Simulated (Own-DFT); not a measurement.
Simulation results for GaN (wurtzite, atoms displaced)

Computed with Own-DFT development build. A calculation, not a measurement: plane-wave PBE density functional theory by an unreviewed code, no spin, of a simulated periodic cell, stress positive in tension, free energy of the whole cell less one offset for each atom, forces on such cells passed a denser k mesh, this cell's mesh not checked; offsets are fitted by least squares, one for each functional and potential file, so energies compare only between cells with the same atoms and settings and are not formation energies; the far tail of each file's local potential was reset to the Coulomb form; each entry is a single point on an unrelaxed cell, so the pressure reflects the starting lattice, mostly measured values (interpolated for alloys), from which strain is counted, and rises with the displacements; printed positions are rounded, which can move forces by about a meV/angstrom; the program, named Own-DFT, is a retired in-house code; no spin-orbit coupling.

Common to all runs: functional PBE; potential files PseudoDojo norm-conserving, scalar-relativistic, standard set with the stringent files for Ga; wave cutoff 96 hartree; occupations Gaussian; smearing width 0.01 eV; k mesh 3 x 4 x 3 centred on Gamma.

(1) GaN (wurtzite, atoms displaced)

```
cell vectors (Å)
  12.7560     0.0000     0.0000
  -4.7835     8.2853     0.0000
   0.0000     0.0000    10.3700
atoms (fractions of the cell vectors)
Ga  0.07393  0.21390  0.01635
Ga  0.16434  0.09957  0.21342
N   0.06466  0.21471  0.19748
N   0.14858  0.08106  0.43215
Ga  0.09568  0.19653  0.47740
Ga  0.15625  0.11919  0.73410
N   0.09804  0.24289  0.69507
N   0.17565  0.12283  0.91601
Ga  0.05994  0.54616  0.99175
Ga  0.17614  0.44836  0.23031
N   0.09676  0.54787  0.18364
N   0.13658  0.42493  0.44021
Ga  0.09235  0.56232  0.47602
Ga  0.16271  0.44697  0.74637
N   0.07348  0.53694  0.66927
N   0.13682  0.42517  0.92669
Ga  0.07922  0.90358  0.99609
Ga  0.16508  0.79089  0.27122
N   0.07431  0.89002  0.21043
N   0.14597  0.76445  0.43221
Ga  0.07998  0.90184  0.51354
Ga  0.16278  0.78930  0.73655
N   0.10067  0.89906  0.69543
N   0.16744  0.75769  0.92557
Ga  0.32508  0.22709  0.03313
Ga  0.41984  0.11785  0.26270
N   0.31114  0.19395  0.18610
N   0.41945  0.10487  0.44002
Ga  0.33638  0.24099  0.50605
Ga  0.40931  0.09753  0.77014
N   0.32183  0.20201  0.70160
N   0.40826  0.08200  0.94076
Ga  0.32588  0.53556  0.01079
Ga  0.41039  0.41259  0.24527
N   0.32589  0.54076  0.20006
N   0.41605  0.46162  0.45334
Ga  0.32032  0.53844  0.48671
Ga  0.40093  0.42032  0.76322
N   0.33601  0.54287  0.68645
N   0.41769  0.43852  0.93887
Ga  0.31837  0.86711  0.98004
Ga  0.41331  0.76411  0.25704
N   0.34828  0.88294  0.20345
N   0.43470  0.78797  0.42364
Ga  0.31887  0.87678  0.48337
Ga  0.42728  0.78721  0.74848
N   0.33172  0.88947  0.68258
N   0.41884  0.78353  0.93230
Ga  0.58290  0.21380  0.99257
Ga  0.66277  0.11380  0.26442
N   0.58788  0.22503  0.19616
N   0.66200  0.08952  0.44479
Ga  0.59741  0.20755  0.52289
Ga  0.66133  0.11407  0.74949
N   0.59114  0.21866  0.69260
N   0.67982  0.13559  0.94599
Ga  0.59605  0.56646  0.00326
Ga  0.68510  0.43512  0.23315
N   0.59107  0.55101  0.17140
N   0.67856  0.45598  0.45182
Ga  0.57964  0.57111  0.46948
Ga  0.66567  0.44581  0.75067
N   0.58006  0.56039  0.70799
N   0.66622  0.44980  0.93302
Ga  0.58389  0.89013  0.00844
Ga  0.68455  0.78758  0.24743
N   0.60281  0.90231  0.18635
N   0.67693  0.77681  0.44202
Ga  0.58823  0.91070  0.51055
Ga  0.67446  0.76971  0.75657
N   0.56751  0.86419  0.69578
N   0.66708  0.74858  0.92666
Ga  0.83399  0.22976  0.00150
Ga  0.91930  0.11388  0.26476
N   0.81528  0.24157  0.17941
N   0.92529  0.12595  0.45108
Ga  0.82747  0.23821  0.48369
Ga  0.91117  0.10164  0.72405
N   0.85170  0.24745  0.68902
N   0.91072  0.10829  0.91641
Ga  0.85711  0.57276  0.04293
Ga  0.91004  0.45245  0.24339
N   0.83051  0.53129  0.20290
N   0.91214  0.42989  0.46483
Ga  0.84256  0.56926  0.49780
Ga  0.92202  0.43926  0.73026
N   0.83786  0.57594  0.68706
N   0.92641  0.44596  0.93161
Ga  0.84245  0.88616  0.99512
Ga  0.91098  0.75227  0.23666
N   0.81347  0.88719  0.17428
N   0.92363  0.77250  0.42544
Ga  0.84064  0.89993  0.50714
Ga  0.91088  0.77604  0.75392
N   0.83004  0.88873  0.70147
N   0.93374  0.79383  0.90670
```

* free energy of cell above offsets: 39.027 eV
* pressure: 18.82 GPa
* stress xx: -18.02 GPa
* stress yy: -20.74 GPa
* stress zz: -17.72 GPa
* stress yz: 2.95 GPa
* stress xz: 0.24 GPa
* stress xy: -1.6 GPa

Force:
```
element  x (eV/Å)  y (eV/Å)  z (eV/Å)
     Ga    -1.219     0.426    -4.799
     Ga    -7.395    -0.715       4.6
      N     4.414     1.046    -1.356
      N     6.833     1.902    -4.183
     Ga    -7.836     6.988     3.716
     Ga     2.475    -1.307     1.697
      N    -2.907     -3.42    -3.731
      N    -0.479    -0.574     5.346
     Ga     9.117     4.578     3.227
     Ga    -4.354    -3.609     3.669
      N    -5.396     2.429    -0.255
      N     6.799     -1.89    -2.823
     Ga    -3.312    -2.077      3.87
     Ga     0.736     2.429      -0.2
      N     1.882     4.018     0.013
      N     2.583     0.624     2.955
     Ga      2.78    -0.113    -1.417
     Ga     2.593    -0.683    -7.172
      N     0.737    -2.923    -3.624
      N     0.428     2.713      4.67
     Ga     0.795    -5.281     0.632
     Ga     5.786    -5.289     2.034
      N    -7.158     2.325    -2.751
      N    -3.666     0.365     0.046
     Ga     1.717     1.049    -13.88
     Ga      1.99    -1.919    -1.399
      N     5.857     2.264     7.446
      N    -1.036     1.428     1.521
     Ga     1.715    -2.572     1.383
     Ga     -0.55     0.567    -3.809
      N     1.545     1.338    -2.102
      N    -0.035     3.188     2.785
     Ga    -0.829     1.376    -2.893
     Ga     0.349     3.695     0.981
      N     5.782     1.167    -1.614
      N     2.122    -3.687    -3.614
     Ga    -3.523     2.778     2.766
     Ga     1.074     1.829    -2.004
      N    -1.864     0.983    -0.392
      N    -0.504    -0.478     3.715
     Ga     2.099     0.188     3.076
     Ga     2.116     0.713    -2.859
      N    -4.401     1.683    -1.521
      N    -1.743    -1.265     4.516
     Ga     1.967     0.806     1.699
     Ga    -6.246    -4.674     1.186
      N      0.66    -0.629    -0.707
      N     1.257    -1.592     1.643
     Ga    -1.921     1.439       1.1
     Ga     0.275    -1.365    -2.265
      N    -1.908    -1.568    -1.177
      N     0.901     7.277    -2.605
     Ga    -3.597     2.561    -3.656
     Ga     4.611    -1.661     2.626
      N    -3.509     1.245     1.601
      N    -0.639    -3.694    -2.372
     Ga    -1.088    -4.137    -2.417
     Ga    -9.424     -2.34     4.082
      N    -0.428    -0.927     5.689
      N     -1.42    -2.071    -1.995
     Ga     3.035     -2.57     3.604
     Ga     0.005     1.313    -0.822
      N    -0.008    -2.965    -2.402
      N     1.836    -1.365     2.273
     Ga     0.426     0.212    -1.777
     Ga    -7.203    -4.639     3.844
      N    -1.412    -1.363     1.309
      N    -0.604     3.712    -1.267
     Ga     0.642    -9.465     2.744
     Ga    -2.992    -0.339    -1.741
      N     6.889     5.376    -2.773
      N    -0.402     6.391     2.408
     Ga     2.129    -0.318    -1.395
     Ga    -3.558    -1.648    -0.006
      N     2.551    -1.067       2.3
      N    -0.881    -1.807    -0.758
     Ga     1.824    -7.472     3.254
     Ga     0.547     4.607     2.232
      N    -2.201    -9.172    -2.503
      N     0.404    -0.488     2.857
     Ga    -0.771    -0.991    -11.78
     Ga     12.19    -5.124     4.813
      N    -2.374     7.853    -0.535
      N    -0.354      9.23    -4.543
     Ga    -0.246    -1.159     1.759
     Ga    -2.475     6.358     2.822
      N     0.704    -2.709    -0.702
      N    -8.663    -3.459    -1.871
     Ga     -2.15     0.891    -2.059
     Ga    -2.237     3.974     3.365
      N     9.087     4.159    -2.216
      N    -1.273     1.649     0.521
     Ga    -0.063     -1.64    -0.774
     Ga     0.461    -0.277    -8.049
      N     1.401    -0.491    -3.278
      N     0.126    -0.152     12.45
```

(2) GaN (wurtzite, atoms displaced)

```
cell vectors (Å)
  12.7560     0.0000     0.0000
  -4.7835     8.2853     0.0000
   0.0000     0.0000    10.3700
atoms (fractions of the cell vectors)
Ga  0.07144  0.21976  0.00374
Ga  0.15323  0.11955  0.23332
N   0.08135  0.22061  0.19187
N   0.16766  0.10449  0.43036
Ga  0.07878  0.21238  0.51578
Ga  0.17427  0.11549  0.77125
N   0.10460  0.25425  0.70172
N   0.15337  0.14133  0.94978
Ga  0.10805  0.58658  0.98818
Ga  0.15483  0.43568  0.24836
N   0.07920  0.53455  0.19117
N   0.16910  0.45137  0.44077
Ga  0.09355  0.56352  0.47448
Ga  0.17927  0.45910  0.75406
N   0.08988  0.57008  0.70362
N   0.14915  0.41329  0.91257
Ga  0.06900  0.89510  0.99253
Ga  0.17220  0.81266  0.24177
N   0.10502  0.90280  0.18209
N   0.17564  0.81462  0.46273
Ga  0.10229  0.90323  0.51015
Ga  0.15848  0.79552  0.74091
N   0.08534  0.89031  0.69203
N   0.20135  0.80546  0.94329
Ga  0.34045  0.22364  0.98127
Ga  0.39792  0.10106  0.22863
N   0.33745  0.23874  0.16959
N   0.42333  0.09595  0.44245
Ga  0.32664  0.18162  0.50070
Ga  0.42275  0.13765  0.75826
N   0.33769  0.23516  0.69821
N   0.42976  0.10703  0.92302
Ga  0.33743  0.55942  0.00813
Ga  0.42621  0.44921  0.22634
N   0.34021  0.57925  0.17767
N   0.43036  0.47112  0.43008
Ga  0.31749  0.54705  0.50656
Ga  0.42506  0.45319  0.74969
N   0.33233  0.55241  0.67933
N   0.43780  0.47178  0.93981
Ga  0.33313  0.91106  0.01640
Ga  0.39895  0.75939  0.25818
N   0.34821  0.87408  0.18697
N   0.41871  0.76963  0.44547
Ga  0.36330  0.90490  0.50638
Ga  0.41989  0.77686  0.75287
N   0.35318  0.89705  0.68392
N   0.40860  0.77805  0.94579
Ga  0.59459  0.23177  0.01522
Ga  0.66606  0.14719  0.24418
N   0.57216  0.21384  0.18229
N   0.68501  0.12271  0.44959
Ga  0.57956  0.26537  0.50850
Ga  0.65187  0.11214  0.75656
N   0.58399  0.24374  0.68074
N   0.67647  0.13433  0.93209
Ga  0.58725  0.55072  0.99887
Ga  0.66526  0.43309  0.27043
N   0.58517  0.55378  0.18577
N   0.65943  0.44633  0.45378
Ga  0.57744  0.53638  0.45234
Ga  0.66134  0.44388  0.74738
N   0.58298  0.58706  0.68271
N   0.66701  0.45707  0.95726
Ga  0.60380  0.93309  0.00848
Ga  0.64485  0.77821  0.25448
N   0.60807  0.90706  0.19029
N   0.64800  0.77087  0.43052
Ga  0.60612  0.91454  0.50467
Ga  0.67485  0.79846  0.77555
N   0.57463  0.89617  0.66726
N   0.66629  0.77144  0.95194
Ga  0.83584  0.19752  0.99124
Ga  0.90197  0.12520  0.26846
N   0.84253  0.22190  0.20989
N   0.91938  0.13449  0.44377
Ga  0.82024  0.22904  0.49882
Ga  0.90485  0.07950  0.74403
N   0.84213  0.21387  0.66839
N   0.91342  0.09658  0.94335
Ga  0.81455  0.53188  0.99500
Ga  0.90868  0.42977  0.24121
N   0.85105  0.55856  0.20038
N   0.91502  0.43376  0.43167
Ga  0.84523  0.53532  0.51947
Ga  0.90525  0.44254  0.73117
N   0.82281  0.56035  0.69035
N   0.90267  0.45285  0.94092
Ga  0.82273  0.84279  0.98822
Ga  0.92044  0.79511  0.26140
N   0.82551  0.87707  0.18643
N   0.91841  0.77047  0.45067
Ga  0.84629  0.90452  0.49783
Ga  0.92636  0.76945  0.74713
N   0.84621  0.90539  0.67681
N   0.91051  0.77084  0.94336
```

- free energy of cell above offsets: 37.607 eV
- pressure: 18.89 GPa
- stress xx: -22.9 GPa
- stress yy: -17.49 GPa
- stress zz: -16.27 GPa
- stress yz: 0.81 GPa
- stress xz: -2.58 GPa
- stress xy: 4.67 GPa

Force:
```
element  x (eV/Å)  y (eV/Å)  z (eV/Å)
     Ga    -4.764     2.936     1.982
     Ga     5.226    -1.742      2.33
      N    -4.404     1.742    -1.199
      N    -0.999     1.766     0.115
     Ga     0.596       1.6    -0.136
     Ga    -2.246     1.663    -1.933
      N    -0.257    -6.136    -2.557
      N     8.836    -5.438     -2.25
     Ga     -1.02    -3.262     0.456
     Ga     3.183     0.259     1.109
      N    -2.202     3.625    -1.619
      N    -0.577    -2.713    -1.881
     Ga     -2.28     1.832     2.274
     Ga    -1.139     2.281    -3.789
      N    -1.545    -0.208    -1.442
      N    -0.412     3.363     7.726
     Ga     2.811     0.958      1.41
     Ga     7.062     -6.05     4.569
      N    -7.862     3.218    -3.394
      N     8.027    -5.715    -4.775
     Ga    -7.972     1.382     0.371
     Ga     8.705    -3.488     2.076
      N    -4.143     4.158     0.103
      N    -8.246     -3.05    -3.721
     Ga     -1.04     1.545     0.848
     Ga     1.162     0.488     2.473
      N    -0.242    -2.751     0.142
      N    -0.731     5.201    -3.043
     Ga    -1.295     3.053    -0.127
     Ga     1.268    -2.811    -4.034
      N    -0.388    -1.672     -0.97
      N    -0.378     1.712     5.068
     Ga     -0.39     0.173     -3.59
     Ga    -2.835      0.62     2.706
      N     0.573    -5.781     1.512
      N    -5.554    -4.695    -1.669
     Ga     4.142     1.727    -1.409
     Ga     -0.79     2.168    -0.593
      N     1.027     1.029     2.838
      N    -3.292    -3.434        -1
     Ga     6.439     1.001    -0.738
     Ga     4.441     1.565     4.413
      N     -6.11     4.594    -0.252
      N    -0.105     0.483    -1.518
     Ga    -0.789    -4.542      1.03
     Ga     -0.49    -0.544     0.482
      N    -2.951     1.431      1.73
      N     1.638     1.359    -0.904
     Ga     -1.37     0.663    -4.489
     Ga      5.34    -4.743     3.613
      N    -2.505     1.645     2.449
      N    -9.842    -3.115    -5.498
     Ga     0.657    -10.44     1.108
     Ga     1.172    -0.265    -3.694
      N     0.747    -2.013     2.406
      N     -0.22     0.077     0.968
     Ga    -2.172      2.49     2.213
     Ga     0.718      2.45    -3.074
      N     2.001     0.526     0.779
      N      7.32     4.503    -3.739
     Ga     -2.92       7.6     3.994
     Ga    -2.348     3.535     1.223
      N     2.356    -1.239     0.866
      N    -0.309    -4.571    -3.757
     Ga    -0.882    -5.145     0.824
     Ga     5.736    -2.567     0.526
      N    -6.033     4.813     -2.67
      N     3.021     0.669     1.215
     Ga    -0.851     -2.63    -3.649
     Ga    -1.099    -1.665    -4.416
      N     1.183     0.876      7.13
      N    -1.871     1.555    -0.608
     Ga    -1.323     4.097       1.2
     Ga     8.898    -7.002     1.305
      N    -9.205     2.325    -6.781
      N     1.679    -1.813     1.043
     Ga     8.058     3.601     1.886
     Ga      0.33     10.97     4.146
      N     -1.75     0.856      4.62
      N     0.248    -2.449    -1.859
     Ga     3.434     3.713     3.647
     Ga     2.071     2.962     0.733
      N    -4.386      0.71    -1.176
      N     0.681     2.084     0.439
     Ga    -1.985     3.091     -3.48
     Ga     3.393    -1.031     2.997
      N     0.991    -0.562     0.629
      N     4.908    -2.357    -1.938
     Ga    -4.701     5.684     5.001
     Ga    -0.032    -1.735    -0.013
      N     0.609     0.915     0.393
      N     0.376     0.644    -0.017
     Ga    -1.217    -1.692    -1.749
     Ga    -2.732     1.045     0.359
      N     0.644    -8.993    -0.764
      N     5.495    -2.982    -3.564
```

(3) GaN (wurtzite, atoms displaced)

```
cell vectors (Å)
  12.7560     0.0000     0.0000
  -4.7835     8.2853     0.0000
   0.0000     0.0000    10.3700
atoms (fractions of the cell vectors)
Ga  0.09581  0.26001  0.97591
Ga  0.15882  0.11755  0.24537
N   0.07610  0.23934  0.20196
N   0.17689  0.14240  0.44120
Ga  0.09156  0.21614  0.49094
Ga  0.18135  0.12990  0.78839
N   0.08381  0.21860  0.68076
N   0.15970  0.09259  0.96997
Ga  0.06717  0.53970  0.99241
Ga  0.17498  0.44091  0.23157
N   0.11303  0.58236  0.18248
N   0.15602  0.41519  0.42640
Ga  0.08755  0.54385  0.51121
Ga  0.18953  0.49246  0.75465
N   0.10107  0.56376  0.69121
N   0.16460  0.45478  0.90880
Ga  0.08096  0.87846  0.01438
Ga  0.17270  0.78951  0.26730
N   0.08645  0.87303  0.18593
N   0.16036  0.76672  0.42527
Ga  0.07990  0.87417  0.50780
Ga  0.15940  0.76519  0.74775
N   0.09011  0.86892  0.69683
N   0.16951  0.76893  0.92947
Ga  0.34427  0.22575  0.99870
Ga  0.42722  0.13179  0.27635
N   0.33302  0.23015  0.18085
N   0.41106  0.10643  0.44003
Ga  0.33285  0.24015  0.47710
Ga  0.43217  0.11776  0.75047
N   0.33962  0.21615  0.68151
N   0.42687  0.14532  0.91027
Ga  0.33352  0.55835  0.99952
Ga  0.40516  0.43724  0.24751
N   0.33524  0.54035  0.17547
N   0.43524  0.46595  0.42839
Ga  0.35446  0.58757  0.49824
Ga  0.40747  0.43989  0.72839
N   0.34021  0.58133  0.65692
N   0.40112  0.43207  0.95002
Ga  0.34941  0.89304  0.00378
Ga  0.43329  0.77782  0.25564
N   0.31077  0.87497  0.22094
N   0.40712  0.75668  0.42472
Ga  0.34512  0.91895  0.47809
Ga  0.40999  0.74691  0.75653
N   0.32373  0.88612  0.66897
N   0.40354  0.77112  0.93496
Ga  0.57087  0.23952  0.00368
Ga  0.69251  0.14786  0.24019
N   0.59252  0.22382  0.19266
N   0.63877  0.09286  0.42968
Ga  0.57950  0.23672  0.51642
Ga  0.66404  0.10838  0.74700
N   0.57269  0.22404  0.69646
N   0.68049  0.11599  0.92688
Ga  0.59007  0.55706  0.99942
Ga  0.65297  0.42863  0.25783
N   0.58301  0.56611  0.21707
N   0.67910  0.44266  0.44891
Ga  0.58580  0.55121  0.51782
Ga  0.66670  0.44434  0.76033
N   0.58317  0.56460  0.68817
N   0.66602  0.43751  0.93659
Ga  0.58831  0.89397  0.00554
Ga  0.68681  0.79363  0.27788
N   0.61324  0.89876  0.21470
N   0.66640  0.78515  0.44980
Ga  0.56791  0.84873  0.50569
Ga  0.66246  0.75979  0.76655
N   0.59934  0.89474  0.71838
N   0.65924  0.77883  0.94090
Ga  0.82616  0.20707  0.98657
Ga  0.93233  0.13487  0.28084
N   0.84685  0.26676  0.18741
N   0.87735  0.09704  0.44887
Ga  0.83187  0.25422  0.50976
Ga  0.90480  0.11826  0.75366
N   0.82670  0.20626  0.70166
N   0.90220  0.12968  0.93550
Ga  0.83769  0.59151  0.99966
Ga  0.92374  0.45081  0.23650
N   0.85020  0.55279  0.20360
N   0.92609  0.49527  0.43977
Ga  0.81669  0.56167  0.51349
Ga  0.91033  0.41915  0.72680
N   0.83704  0.54002  0.69187
N   0.90900  0.42223  0.93038
Ga  0.84141  0.89223  0.01086
Ga  0.94886  0.80721  0.25363
N   0.83467  0.86641  0.19004
N   0.90779  0.75385  0.44956
Ga  0.81210  0.88236  0.51430
Ga  0.93645  0.80236  0.73770
N   0.86941  0.91613  0.70873
N   0.92647  0.78402  0.93718
```

* free energy of cell above offsets: 40.790 eV
* pressure: 19.35 GPa
* stress xx: -18.29 GPa
* stress yy: -20.53 GPa
* stress zz: -19.24 GPa
* stress yz: 2 GPa
* stress xz: 1.64 GPa
* stress xy: 1.76 GPa

Force:
```
element  x (eV/Å)  y (eV/Å)  z (eV/Å)
     Ga    -1.081     -5.44     2.023
     Ga     1.302     0.003    -0.457
      N     2.143    -4.094    -3.607
      N     3.982    -6.536    -4.183
     Ga    -6.403     1.324     4.989
     Ga     -0.79    -1.129    -4.155
      N     0.328     0.756     2.084
      N     -0.29     3.832    -1.535
     Ga     0.266     2.286     1.097
     Ga    -1.846     4.659     2.973
      N    -1.556    -2.828    -1.057
      N    -0.287     4.504     0.016
     Ga    -0.183     0.448    -2.951
     Ga     2.426    -3.586    -6.967
      N    -4.287    -2.022    -2.473
      N     1.315     0.707     7.914
     Ga     2.051    -1.461     -3.08
     Ga    -5.851    -5.142    -4.228
      N     1.959     4.121     0.916
      N     0.211     0.667     8.408
     Ga     0.322     0.028     0.276
     Ga     3.427     1.683     1.501
      N    -2.654     4.094    -2.378
      N    -0.272     1.023     2.035
     Ga    -2.236    -1.685     1.037
     Ga    -0.077    -1.424    -6.697
      N     0.945    -1.978     1.879
      N    -0.794     9.872     1.608
     Ga     2.013       0.3     3.116
     Ga    -5.968    -5.863    -4.059
      N    -1.535     1.157    -0.079
      N     0.268     -2.14     7.083
     Ga    -0.483    -0.439    -0.398
     Ga     2.972     1.361     0.047
      N    -1.187     2.804     0.903
      N    -1.111    -1.204     1.793
     Ga      -0.8    -10.03    -3.334
     Ga      0.32    -0.816     1.482
      N     0.861    -4.565     6.486
      N     1.328     2.875    -3.062
     Ga    -4.924     0.444     1.311
     Ga    -0.806     0.536    -3.062
      N     11.92     7.035    -5.221
      N    -0.737     8.471    -1.194
     Ga    -0.456    -11.13     4.191
     Ga    -0.039      7.37     0.232
      N     2.323     0.658     1.188
      N     3.305    -0.292     0.393
     Ga     3.133    -2.216     0.967
     Ga     0.029    -3.402     2.765
      N    -3.461    -0.673    -1.726
      N      0.57     1.449     1.925
     Ga     1.794    -2.514    -1.634
     Ga    -1.252     0.882     0.232
      N     6.612     3.353    -2.113
      N    -5.962    -2.575      1.58
     Ga    -1.844      0.25     2.048
     Ga     1.633     4.023     0.331
      N     1.049    -1.234    -2.413
      N    -6.277     -2.48    -2.117
     Ga     0.737     0.242    -4.391
     Ga     1.121     0.222    -1.814
      N      0.47     -1.99      2.27
      N    -0.175     3.242     1.218
     Ga    -0.282     0.873     0.508
     Ga     1.145    -1.952    -3.007
      N    -3.973     1.347    -3.406
      N     0.459    -4.105      0.93
     Ga    -2.756     5.338      1.39
     Ga     0.959     3.339    -0.844
      N     -1.87    -3.373    -3.197
      N     2.206    -1.194     1.853
     Ga    -5.923     7.014     6.125
     Ga     -3.33    -1.128    -1.523
      N      2.02    -10.05    -2.856
      N      1.99     1.017     0.045
     Ga    -0.494     -1.46     -2.09
     Ga     6.443    -1.002     0.802
      N    -3.972     1.616    -4.274
      N     12.22    -5.812     -1.56
     Ga     1.792    -6.049      2.44
     Ga     4.984     6.916      4.21
      N    -6.762     4.244    -2.908
      N     1.987     -3.86     0.879
     Ga     5.252     0.182     1.754
     Ga     1.099     3.777     3.652
      N    -2.693     1.464     0.743
      N    -1.002     2.621    -0.999
     Ga    -0.888      1.21     -1.37
     Ga    -5.784    -5.392     2.908
      N     0.624     2.104     0.997
      N    -0.731     6.856    -1.545
     Ga     5.047     2.405     2.126
     Ga     1.408    -3.578     2.272
      N     -5.43    -1.893    -2.674
      N    -1.259     2.732    -1.317
```
